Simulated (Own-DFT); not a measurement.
SiC (2H silicon carbide, atoms displaced), SiC (4H silicon carbide, atoms displaced), GaP (zincblende, strained, atoms displaced) (calculated)

All values are calculated (Own-DFT development build). A calculation, not a measurement: plane-wave PBE density functional theory by an unreviewed code, no spin, of a simulated periodic cell, stress positive in tension, free energy of the whole cell less one offset for each atom, forces on such cells passed a denser k mesh, this cell's mesh not checked; offsets are fitted by least squares, one for each functional and potential file, so energies compare only between cells with the same atoms and settings and are not formation energies; the far tail of each file's local potential was reset to the Coulomb form; each entry is a single point on an unrelaxed cell, so the pressure reflects the starting lattice, mostly measured values (interpolated for alloys), from which strain is counted, and rises with the displacements; printed positions are rounded, which can move forces by about a meV/angstrom; the program, named Own-DFT, is a retired in-house code; no spin-orbit coupling.

Settings shared by all entries: functional PBE; potential files PseudoDojo norm-conserving, scalar-relativistic, standard set; wave cutoff 42 hartree; occupations Fermi-Dirac; smearing width 0.1 eV.

(1) SiC (2H silicon carbide, atoms displaced)

```cif
# cell vector a (Å): 6.1654 0.0000 0.0000
# cell vector b (Å): -3.0827 5.3394 0.0000
# cell vector c (Å): 0.0000 0.0000 10.0681
data_SiC
_symmetry_space_group_name_H-M 'P 1'
_symmetry_Int_Tables_number 1
_cell_length_a 6.1654
_cell_length_b 6.1654
_cell_length_c 10.0681
_cell_angle_alpha 90.000
_cell_angle_beta 90.000
_cell_angle_gamma 120.000
_cell_volume 331.44
loop_
_atom_site_label
_atom_site_type_symbol
_atom_site_fract_x
_atom_site_fract_y
_atom_site_fract_z
_atom_site_occupancy
Si1 Si 0.99338 0.00425 0.99743 1
Si2 Si 0.16152 0.32515 0.24943 1
C1 C 0.99938 0.99438 0.19594 1
C2 C 0.16802 0.34111 0.43837 1
Si3 Si 0.00629 0.00820 0.49860 1
Si4 Si 0.16523 0.34013 0.74862 1
C3 C 0.00135 0.00474 0.68838 1
C4 C 0.16738 0.33376 0.94135 1
Si5 Si 0.00880 0.50247 0.00126 1
Si6 Si 0.17312 0.83154 0.25646 1
C5 C 0.00616 0.49794 0.18918 1
C6 C 0.16919 0.83208 0.43756 1
Si7 Si 0.00201 0.50440 0.50134 1
Si8 Si 0.17686 0.83045 0.75518 1
C7 C 0.99702 0.49571 0.68668 1
C8 C 0.16577 0.82886 0.94139 1
Si9 Si 0.49989 0.99991 0.99911 1
Si10 Si 0.66818 0.33315 0.24680 1
C9 C 0.50384 0.00120 0.18467 1
C10 C 0.65275 0.32743 0.43134 1
Si11 Si 0.50057 0.00397 0.50310 1
Si12 Si 0.66372 0.32974 0.75336 1
C11 C 0.50256 0.99783 0.69347 1
C12 C 0.66125 0.32818 0.93486 1
Si13 Si 0.49890 0.49837 0.99744 1
Si14 Si 0.67356 0.84328 0.24543 1
C13 C 0.50528 0.50745 0.18946 1
C14 C 0.67459 0.83502 0.43439 1
Si15 Si 0.50648 0.49987 0.50027 1
Si16 Si 0.65772 0.82953 0.75057 1
C15 C 0.50824 0.51039 0.68630 1
C16 C 0.66665 0.83242 0.93504 1
```

It was run with hardware one NVIDIA H100 and k mesh 5 x 5 x 3 centred on Gamma.

The calculation gives: free energy of cell above offsets -4.633 eV; pressure 3.83 GPa; stress xx -2.14 GPa; stress yy -3.54 GPa; stress zz -5.81 GPa; stress yz 0.21 GPa; stress xz 0.01 GPa; stress xy 0.57 GPa; wall time 128.3 s.

Force:
| element | x (eV/Å) | y (eV/Å) | z (eV/Å) |
| --- | --- | --- | --- |
| Si | 1.376 | -0.908 | 1.036 |
| Si | 0.905 | 1.156 | 0.543 |
| C | 0.759 | 0.43 | -2.032 |
| C | 0.445 | -0.256 | 0.028 |
| Si | -0.265 | -0.432 | 0.338 |
| Si | 1.042 | -0.991 | 0.034 |
| C | 0.543 | -0.487 | 0.385 |
| C | -0.084 | 0.171 | -1.121 |
| Si | -1.249 | -0.457 | 0.335 |
| Si | -0.173 | -0.129 | -1.541 |
| C | -0.666 | 0.166 | -0.117 |
| C | -0.126 | 0.484 | 1.172 |
| Si | -0.524 | -0.746 | -0.741 |
| Si | -2.19 | 0.183 | -0.828 |
| C | -0.432 | 0.74 | 0.591 |
| C | -0.361 | 0.677 | -0.24 |
| Si | -0.057 | -0.211 | 0.067 |
| Si | -0.246 | 0.393 | -0.204 |
| C | -0.429 | 0.213 | 0.309 |
| C | 1.605 | 0.403 | 1.471 |
| Si | 0.881 | -0.799 | -0.657 |
| Si | -0.001 | 0.703 | -0.961 |
| C | -0.683 | 0.533 | -1.076 |
| C | 0.683 | 0.645 | 1.155 |
| Si | 0.408 | 0.244 | 1.051 |
| Si | -0.366 | -1.303 | 1.269 |
| C | -0.16 | -0.787 | -0.89 |
| C | -0.828 | 0.301 | 0.758 |
| Si | -1.124 | 0.823 | -0.794 |
| Si | 2.091 | 0.966 | -0.374 |
| C | -0.282 | -1.594 | 0.467 |
| C | -0.492 | -0.13 | 0.564 |

(2) SiC (4H silicon carbide, atoms displaced)

```cif
# cell vector a (Å): 12.3308 0.0000 0.0000
# cell vector b (Å): -6.1654 10.6788 0.0000
# cell vector c (Å): 0.0000 0.0000 10.0681
data_SiC
_symmetry_space_group_name_H-M 'P 1'
_symmetry_Int_Tables_number 1
_cell_length_a 12.3308
_cell_length_b 12.3308
_cell_length_c 10.0681
_cell_angle_alpha 90.000
_cell_angle_beta 90.000
_cell_angle_gamma 120.000
_cell_volume 1325.75
loop_
_atom_site_label
_atom_site_type_symbol
_atom_site_fract_x
_atom_site_fract_y
_atom_site_fract_z
_atom_site_occupancy
Si1 Si 0.99766 0.99839 0.40193 1
Si2 Si 0.08307 0.16661 0.15485 1
C1 C 0.99740 0.00000 0.09441 1
C2 C 0.08340 0.16566 0.34414 1
Si3 Si 0.00325 0.25596 0.40212 1
Si4 Si 0.08412 0.41713 0.15807 1
C3 C 0.99769 0.25260 0.09129 1
C4 C 0.08587 0.41780 0.33820 1
Si5 Si 0.99774 0.49448 0.40690 1
Si6 Si 0.08662 0.66966 0.15070 1
C5 C 0.00281 0.50263 0.09846 1
C6 C 0.08404 0.66654 0.34537 1
Si7 Si 0.99959 0.75240 0.40156 1
Si8 Si 0.08459 0.91933 0.15503 1
C7 C 0.99694 0.75005 0.09536 1
C8 C 0.08058 0.91176 0.34086 1
Si9 Si 0.24994 0.99798 0.40756 1
Si10 Si 0.33274 0.16971 0.15662 1
C9 C 0.24928 0.99503 0.09515 1
C10 C 0.33209 0.16214 0.34253 1
Si11 Si 0.25031 0.25305 0.40064 1
Si12 Si 0.33367 0.41885 0.16136 1
C11 C 0.25062 0.25533 0.09307 1
C12 C 0.33122 0.41713 0.34535 1
Si13 Si 0.24867 0.50018 0.40794 1
Si14 Si 0.33300 0.66759 0.15153 1
C13 C 0.25549 0.49651 0.09627 1
C14 C 0.32931 0.65962 0.34057 1
Si15 Si 0.24429 0.74406 0.40402 1
Si16 Si 0.33401 0.91491 0.15535 1
C15 C 0.24895 0.75116 0.09990 1
C16 C 0.33108 0.91534 0.34378 1
Si17 Si 0.49692 0.99840 0.40664 1
Si18 Si 0.58756 0.16499 0.15637 1
C17 C 0.49965 0.99786 0.08835 1
C18 C 0.58042 0.17129 0.34363 1
Si19 Si 0.50197 0.25022 0.40663 1
Si20 Si 0.58092 0.41690 0.15873 1
C19 C 0.49912 0.24888 0.09354 1
C20 C 0.58182 0.41503 0.34438 1
Si21 Si 0.49595 0.50243 0.40253 1
Si22 Si 0.58130 0.66492 0.15366 1
C21 C 0.50307 0.50202 0.09759 1
C22 C 0.58403 0.67176 0.34048 1
Si23 Si 0.50376 0.75361 0.40559 1
Si24 Si 0.58750 0.92170 0.15719 1
C23 C 0.50014 0.75196 0.09282 1
C24 C 0.58040 0.91713 0.34354 1
Si25 Si 0.75279 0.00354 0.40543 1
Si26 Si 0.83085 0.16357 0.15362 1
C25 C 0.74726 0.00078 0.09079 1
C26 C 0.83816 0.17090 0.34572 1
Si27 Si 0.74575 0.24794 0.40534 1
Si28 Si 0.82833 0.42095 0.15653 1
C27 C 0.74762 0.24310 0.09519 1
C28 C 0.83239 0.41296 0.34619 1
Si29 Si 0.75081 0.49764 0.40331 1
Si30 Si 0.83220 0.66387 0.15310 1
C29 C 0.74842 0.49470 0.09311 1
C30 C 0.83555 0.66970 0.34113 1
Si31 Si 0.75081 0.75220 0.40569 1
Si32 Si 0.83722 0.92278 0.15115 1
C31 C 0.75206 0.75024 0.08911 1
C32 C 0.82899 0.91571 0.34607 1
Si33 Si 0.00029 0.99894 0.90259 1
Si34 Si 0.91987 0.83968 0.65861 1
C33 C 0.99731 0.99936 0.59555 1
C34 C 0.91553 0.83076 0.84450 1
Si35 Si 0.99691 0.75076 0.90451 1
Si36 Si 0.92118 0.58515 0.65537 1
C35 C 0.00032 0.75009 0.59663 1
C36 C 0.91423 0.58261 0.83734 1
Si37 Si 0.00023 0.50155 0.90615 1
Si38 Si 0.92169 0.33420 0.65789 1
C37 C 0.00330 0.49977 0.59799 1
C38 C 0.92087 0.33537 0.84165 1
Si39 Si 0.00070 0.25223 0.90762 1
Si40 Si 0.91389 0.08270 0.65630 1
C39 C 0.99829 0.24554 0.59937 1
C40 C 0.91551 0.08326 0.84348 1
Si41 Si 0.75026 0.99914 0.91178 1
Si42 Si 0.66644 0.83507 0.66126 1
C41 C 0.74715 0.99938 0.59100 1
C42 C 0.66617 0.83475 0.84644 1
Si43 Si 0.75030 0.74677 0.90822 1
Si44 Si 0.66758 0.58431 0.65028 1
C43 C 0.75278 0.75209 0.59218 1
C44 C 0.66688 0.58815 0.84091 1
Si45 Si 0.75115 0.50273 0.90271 1
Si46 Si 0.67050 0.33167 0.65418 1
C45 C 0.74874 0.49818 0.59584 1
C46 C 0.66732 0.33473 0.84661 1
Si47 Si 0.74784 0.24837 0.90402 1
Si48 Si 0.66775 0.08425 0.65804 1
C47 C 0.74919 0.25033 0.59352 1
C48 C 0.66678 0.08020 0.84484 1
Si49 Si 0.49509 0.99745 0.90827 1
Si50 Si 0.41418 0.83103 0.65859 1
C49 C 0.49398 0.99931 0.59609 1
C50 C 0.40688 0.83131 0.84188 1
Si51 Si 0.49595 0.74742 0.91023 1
Si52 Si 0.41981 0.58089 0.65446 1
C51 C 0.49972 0.74434 0.59347 1
C52 C 0.41719 0.58419 0.84501 1
Si53 Si 0.50584 0.50160 0.90824 1
Si54 Si 0.42007 0.33601 0.65660 1
C53 C 0.49885 0.50069 0.59484 1
C54 C 0.41476 0.33391 0.84267 1
Si55 Si 0.50075 0.24699 0.90611 1
Si56 Si 0.41101 0.08066 0.65658 1
C55 C 0.49996 0.24679 0.59831 1
C56 C 0.41441 0.08418 0.84566 1
Si57 Si 0.24795 0.99932 0.90699 1
Si58 Si 0.16387 0.83515 0.65719 1
C57 C 0.24431 0.99442 0.60163 1
C58 C 0.16067 0.83136 0.84073 1
Si59 Si 0.25522 0.75352 0.90574 1
Si60 Si 0.16343 0.58295 0.65293 1
C59 C 0.24914 0.75045 0.59077 1
C60 C 0.16367 0.58040 0.84463 1
Si61 Si 0.24640 0.49774 0.90733 1
Si62 Si 0.16857 0.33481 0.65440 1
C61 C 0.24604 0.49654 0.59692 1
C62 C 0.16394 0.33257 0.84105 1
Si63 Si 0.24970 0.25441 0.90434 1
Si64 Si 0.16848 0.08733 0.65791 1
C63 C 0.24899 0.24503 0.59544 1
C64 C 0.16682 0.08447 0.84351 1
```

It was run with hardware one NVIDIA H200 and k mesh 3 x 3 x 3 centred on Gamma.

Results for SiC (4H silicon carbide, atoms displaced): free energy of cell above offsets -18.821 eV; pressure 3.76 GPa; stress xx -3.34 GPa; stress yy -3.8 GPa; stress zz -4.14 GPa; stress yz 0.55 GPa; stress xz 0.27 GPa; stress xy -0.12 GPa; wall time 511.3 s.

Force:
| element | x (eV/Å) | y (eV/Å) | z (eV/Å) |
| --- | --- | --- | --- |
| Si | 0.279 | -0.071 | 1.02 |
| Si | -0.409 | 0.619 | -0.057 |
| C | 1.222 | 0.78 | -0.843 |
| C | -0.415 | 0.39 | -0.437 |
| Si | 0.436 | -1.341 | 1.279 |
| Si | 0.166 | 0.198 | -1.311 |
| C | 0.721 | -0.622 | 0.727 |
| C | -0.353 | -0.036 | 1.716 |
| Si | 0.033 | 1.366 | -0.142 |
| Si | -1.326 | -0.529 | 1.632 |
| C | -0.789 | -0.427 | -1.061 |
| C | -1.128 | -0.908 | -0.712 |
| Si | 0.704 | -1.246 | 1.256 |
| Si | -0.14 | -0.923 | 0.018 |
| C | 0.763 | 0.111 | -0.976 |
| C | -0.099 | 1.837 | 0.414 |
| Si | -0.692 | -0.24 | 0.212 |
| Si | 0.595 | -0.979 | -0.497 |
| C | -0.619 | 1.286 | -0.495 |
| C | -0.402 | 1.157 | 0.595 |
| Si | 0.786 | -1.57 | 1.415 |
| Si | 1.082 | -0.458 | -0.805 |
| C | 0.261 | -0.78 | 0.174 |
| C | 0.108 | 0.126 | 0.1 |
| Si | 0.085 | -0.095 | 0.137 |
| Si | 0.403 | -0.69 | 1.077 |
| C | -2.442 | 1.161 | -0.902 |
| C | 0.33 | 1.727 | 0.453 |
| Si | 1.144 | 0.977 | 0.242 |
| Si | -0.161 | 0.671 | 0.719 |
| C | 1.059 | -0.037 | -2.033 |
| C | 0.462 | -0.35 | -0.009 |
| Si | -0.4 | 0.502 | 0.332 |
| Si | -2.034 | -0.003 | -0.231 |
| C | -0.055 | 0.211 | 1.681 |
| C | 1.826 | -1.798 | -0.207 |
| Si | -1.651 | 0.03 | 0.669 |
| Si | 0.768 | -0.799 | -0.45 |
| C | 0.277 | 0.177 | 0.143 |
| C | -0.351 | 0.733 | 0.273 |
| Si | 1.348 | 0.131 | 0.704 |
| Si | 0.461 | 1.397 | 0.143 |
| C | -0.509 | -0.649 | -0.516 |
| C | 0.512 | -0.851 | 0.336 |
| Si | -1.198 | -0.994 | 0.039 |
| Si | -0.969 | -1.435 | -0.287 |
| C | 0.052 | 0.109 | 0.544 |
| C | 0.731 | 0.928 | 0.049 |
| Si | -0.681 | -0.261 | 0.192 |
| Si | 0.505 | 1.119 | 0.781 |
| C | 1.147 | -0.088 | 1.274 |
| C | -0.948 | -0.733 | -0.739 |
| Si | 0.658 | -0.036 | 0.279 |
| Si | 3.155 | -1.983 | 0.401 |
| C | -0.091 | 1.903 | -0.643 |
| C | -0.388 | 0.465 | -0.495 |
| Si | -0.601 | 0.866 | 0.898 |
| Si | -0.252 | 0.423 | 0.492 |
| C | -1.77 | 1.621 | -0.679 |
| C | -0.582 | -1.072 | 0.201 |
| Si | 0.052 | -0.563 | -0.072 |
| Si | -0.943 | -1.896 | 1.151 |
| C | -0.558 | 0.036 | 1.225 |
| C | 0.681 | 0.71 | -1.323 |
| Si | -0.472 | 0.303 | 0.376 |
| Si | 0.11 | -1.834 | -0.517 |
| C | 0.516 | 1.002 | -0.74 |
| C | -0.654 | 0.849 | -0.015 |
| Si | 0.853 | -0.709 | 0.369 |
| Si | -1.069 | -0.34 | -0.596 |
| C | -0.586 | 0.372 | -1.197 |
| C | 0.524 | 0.301 | 1.73 |
| Si | -0.32 | -0.241 | 0.295 |
| Si | -0.843 | -0.526 | -0.293 |
| C | -1.101 | -0.641 | -1.507 |
| C | -1.19 | -0.348 | 0.988 |
| Si | -0.007 | -0.586 | -0.814 |
| Si | 0.096 | -0.511 | 0.095 |
| C | 0.236 | 1.37 | -1.819 |
| C | 0.11 | -0.072 | 0.638 |
| Si | -0.125 | 0.13 | -2.058 |
| Si | 0.29 | -0.533 | -0.948 |
| C | 0.135 | 0.136 | 0.511 |
| C | 0.036 | -0.493 | 0.488 |
| Si | -0.849 | 1.313 | -0.976 |
| Si | 0.083 | 0.292 | 0.661 |
| C | -0.423 | 0.097 | 0.371 |
| C | 0.89 | -1.195 | 0.054 |
| Si | -0.213 | -0.543 | -0.019 |
| Si | -1.422 | 0.304 | 0.957 |
| C | 0.619 | 0.288 | -0.957 |
| C | 0.113 | -0.277 | -0.672 |
| Si | 0.751 | 0.184 | 0.379 |
| Si | -0.78 | -0.482 | -0.337 |
| C | 1.311 | -0.222 | -0.129 |
| C | -0.797 | 0.178 | 0.128 |
| Si | 0.551 | 0.542 | -1.555 |
| Si | 0.01 | -0.139 | -1.271 |
| C | 1.359 | -0.148 | -0.259 |
| C | 3.03 | 0.999 | 0.431 |
| Si | 0.253 | 0.699 | -1.293 |
| Si | -1.766 | 0.323 | 1.055 |
| C | -0.564 | 1.366 | 0.13 |
| C | 0.011 | -0.61 | 0.105 |
| Si | -1.533 | -0.378 | -0.362 |
| Si | -0.262 | -0.981 | -0.112 |
| C | 0.976 | -0.41 | -1.264 |
| C | 0.972 | 0.304 | 0.63 |
| Si | -0.969 | 0.941 | 0.103 |
| Si | 0.395 | 0.195 | 0.555 |
| C | -0.188 | 0.646 | -0.94 |
| C | 0.386 | -0.73 | -0.129 |
| Si | -0.024 | -0.203 | -0.11 |
| Si | 0.774 | -1.586 | -0.15 |
| C | -0.077 | 1.846 | -1.829 |
| C | 1.115 | 0.344 | 1.267 |
| Si | -3.238 | -1.867 | 0.542 |
| Si | 1.451 | 0.773 | 1.128 |
| C | -0.15 | -0.299 | 0.491 |
| C | 0.364 | 1.149 | 0.09 |
| Si | 0.876 | 0.149 | -0.315 |
| Si | -0.19 | -1.398 | 0.444 |
| C | 0.644 | 1.036 | -0.965 |
| C | 0.342 | 0.318 | 0.544 |
| Si | 0.272 | -0.521 | 0.112 |
| Si | -0.432 | -1.665 | -0.141 |
| C | 0.014 | 2.186 | -1.17 |
| C | -0.078 | 0.253 | 0.724 |

(3) GaP (zincblende, strained, atoms displaced)

```cif
# cell vector a (Å): 10.8620 0.0000 0.0000
# cell vector b (Å): 0.0000 10.8620 0.0000
# cell vector c (Å): 0.0000 0.0000 10.9361
data_GaP
_symmetry_space_group_name_H-M 'P 1'
_symmetry_Int_Tables_number 1
_cell_length_a 10.8620
_cell_length_b 10.8620
_cell_length_c 10.9361
_cell_angle_alpha 90.000
_cell_angle_beta 90.000
_cell_angle_gamma 90.000
_cell_volume 1290.27
loop_
_atom_site_label
_atom_site_type_symbol
_atom_site_fract_x
_atom_site_fract_y
_atom_site_fract_z
_atom_site_occupancy
Ga1 Ga 0.99994 0.99890 0.00239 1
Ga2 Ga 0.99890 0.25171 0.25634 1
Ga3 Ga 0.24426 0.00116 0.24994 1
Ga4 Ga 0.25156 0.24855 0.00721 1
P1 P 0.13159 0.12185 0.12760 1
P2 P 0.12588 0.37402 0.36841 1
P3 P 0.36455 0.13434 0.37391 1
P4 P 0.37674 0.36896 0.11829 1
Ga5 Ga 0.01148 0.99751 0.49867 1
Ga6 Ga 0.00108 0.24748 0.76011 1
Ga7 Ga 0.24535 0.99699 0.75000 1
Ga8 Ga 0.24646 0.25145 0.48981 1
P5 P 0.12250 0.12616 0.62249 1
P6 P 0.12705 0.38513 0.87866 1
P7 P 0.37606 0.12528 0.87820 1
P8 P 0.37825 0.36707 0.61799 1
Ga9 Ga 0.00069 0.50362 0.00089 1
Ga10 Ga 0.99646 0.75261 0.25123 1
Ga11 Ga 0.25401 0.50036 0.24918 1
Ga12 Ga 0.24592 0.74386 0.00237 1
P9 P 0.12608 0.62210 0.13468 1
P10 P 0.12083 0.86880 0.38056 1
P11 P 0.36451 0.61826 0.37523 1
P12 P 0.38181 0.87375 0.12466 1
Ga13 Ga 0.00212 0.50388 0.50520 1
Ga14 Ga 0.00304 0.75232 0.75034 1
Ga15 Ga 0.25247 0.50298 0.75533 1
Ga16 Ga 0.24697 0.75528 0.49530 1
P13 P 0.12383 0.63096 0.62120 1
P14 P 0.12286 0.87976 0.87848 1
P15 P 0.36970 0.62301 0.87553 1
P16 P 0.37584 0.87666 0.63051 1
Ga17 Ga 0.50107 0.99616 0.00263 1
Ga18 Ga 0.49703 0.24387 0.25126 1
Ga19 Ga 0.74913 0.00203 0.25396 1
Ga20 Ga 0.75164 0.24738 0.00272 1
P17 P 0.62553 0.12300 0.12603 1
P18 P 0.62468 0.38277 0.37499 1
P19 P 0.87660 0.12056 0.37726 1
P20 P 0.86952 0.37841 0.12543 1
Ga21 Ga 0.49657 0.00136 0.50436 1
Ga22 Ga 0.49568 0.25879 0.74837 1
Ga23 Ga 0.75024 0.00110 0.74644 1
Ga24 Ga 0.74403 0.25692 0.49274 1
P21 P 0.62686 0.12428 0.62620 1
P22 P 0.62778 0.37595 0.87839 1
P23 P 0.87886 0.12091 0.87508 1
P24 P 0.87958 0.37685 0.63214 1
Ga25 Ga 0.50807 0.49377 0.99282 1
Ga26 Ga 0.50116 0.75720 0.25112 1
Ga27 Ga 0.74419 0.50155 0.25420 1
Ga28 Ga 0.75747 0.75227 0.00644 1
P25 P 0.62314 0.62551 0.12456 1
P26 P 0.62408 0.87722 0.37246 1
P27 P 0.88567 0.62163 0.37649 1
P28 P 0.87016 0.87674 0.12344 1
Ga29 Ga 0.50862 0.49557 0.49000 1
Ga30 Ga 0.49888 0.74747 0.74435 1
Ga31 Ga 0.75493 0.50230 0.74703 1
Ga32 Ga 0.74609 0.74895 0.49567 1
P29 P 0.62321 0.61550 0.62855 1
P30 P 0.61783 0.86871 0.88264 1
P31 P 0.88221 0.62255 0.87492 1
P32 P 0.86915 0.87382 0.62183 1
```

It was run with k mesh 3 x 3 x 3 centred on Gamma.

The calculation gives: free energy of cell above offsets -33.294 eV; pressure 3.59 GPa; stress xx -3.74 GPa; stress yy -3.76 GPa; stress zz -3.27 GPa; stress yz -0.25 GPa; stress xz -0.3 GPa; stress xy 0.32 GPa.

Force:
| element | x (eV/Å) | y (eV/Å) | z (eV/Å) |
| --- | --- | --- | --- |
| Ga | 0.114 | 0.337 | 0.325 |
| Ga | -0.388 | -0.442 | -1.013 |
| Ga | 0.893 | -1.015 | 0.435 |
| Ga | -0.387 | -0.113 | -1.172 |
| P | -1.615 | 0.608 | -0.28 |
| P | -0.278 | 0.9 | 0.77 |
| P | 1.234 | -1.923 | -0.141 |
| P | 0.635 | 1.051 | 0.989 |
| Ga | -1.562 | 0.173 | 0.673 |
| Ga | 0.453 | 0.602 | -0.496 |
| Ga | 0.385 | 0.835 | 0.239 |
| Ga | -0.534 | 0.421 | 1.406 |
| P | 0.522 | 0.308 | 0.429 |
| P | 0.012 | -1.458 | 0.143 |
| P | -0.154 | -0.064 | -0.395 |
| P | -0.828 | 1.384 | -0.153 |
| Ga | -0.033 | -0.24 | 0.686 |
| Ga | 0.052 | -0.145 | -0.355 |
| Ga | -0.083 | -1.106 | -0.657 |
| Ga | 0.199 | 0.558 | 0.196 |
| P | -0.488 | 0.523 | -0.715 |
| P | 0.399 | 0.834 | -1.52 |
| P | 1.731 | 1.179 | 0.427 |
| P | -1.56 | 0.103 | 0.213 |
| Ga | 0.308 | -0.878 | -0.131 |
| Ga | -0.47 | 0.186 | -0.142 |
| Ga | -0.202 | -0.408 | -1.565 |
| Ga | 0.9 | -0.716 | 0.972 |
| P | 0.763 | -0.259 | 0.734 |
| P | 0.248 | -0.869 | -0.045 |
| P | 1.17 | 0.379 | 0.253 |
| P | -0.465 | -0.292 | -0.866 |
| Ga | -0.166 | 0.634 | -0.259 |
| Ga | 0.282 | 0.704 | -0.334 |
| Ga | 0.145 | 0.038 | -0.365 |
| Ga | 0.064 | 0 | -0.203 |
| P | -0.021 | 0.024 | 0.14 |
| P | 0.155 | -1.803 | -1.313 |
| P | -0.002 | 0.502 | 0.186 |
| P | 0.582 | -0.262 | 0.253 |
| Ga | -0.031 | 0.406 | -0.455 |
| Ga | 0.675 | -1.113 | 0.604 |
| Ga | -0.26 | -0.624 | 0.678 |
| Ga | 0.953 | -0.649 | 1.087 |
| P | -0.424 | 0.846 | -0.235 |
| P | 0.783 | -0.671 | -1.236 |
| P | -0.704 | 0.08 | 0.396 |
| P | -0.184 | -0.639 | -0.887 |
| Ga | -1.121 | 0.944 | 0.883 |
| Ga | -0.377 | -1.264 | 0.067 |
| Ga | 0.908 | 0.655 | -0.627 |
| Ga | -0.877 | -1.027 | -1.082 |
| P | 0.092 | 0.084 | 0.171 |
| P | -0.223 | 0.083 | 0.737 |
| P | -1.61 | 0.293 | -0.201 |
| P | 0.882 | 0.473 | 0.986 |
| Ga | -1.909 | 1.024 | 1.567 |
| Ga | 0.01 | -0.294 | 0.852 |
| Ga | -0.039 | -0.303 | 0.857 |
| Ga | 0.257 | -0.519 | 0.283 |
| P | 0.016 | 0.914 | -0.868 |
| P | 1.13 | 0.14 | -1.02 |
| P | -0.713 | 0.844 | 0.017 |
| P | 0.756 | 0.027 | 0.081 |
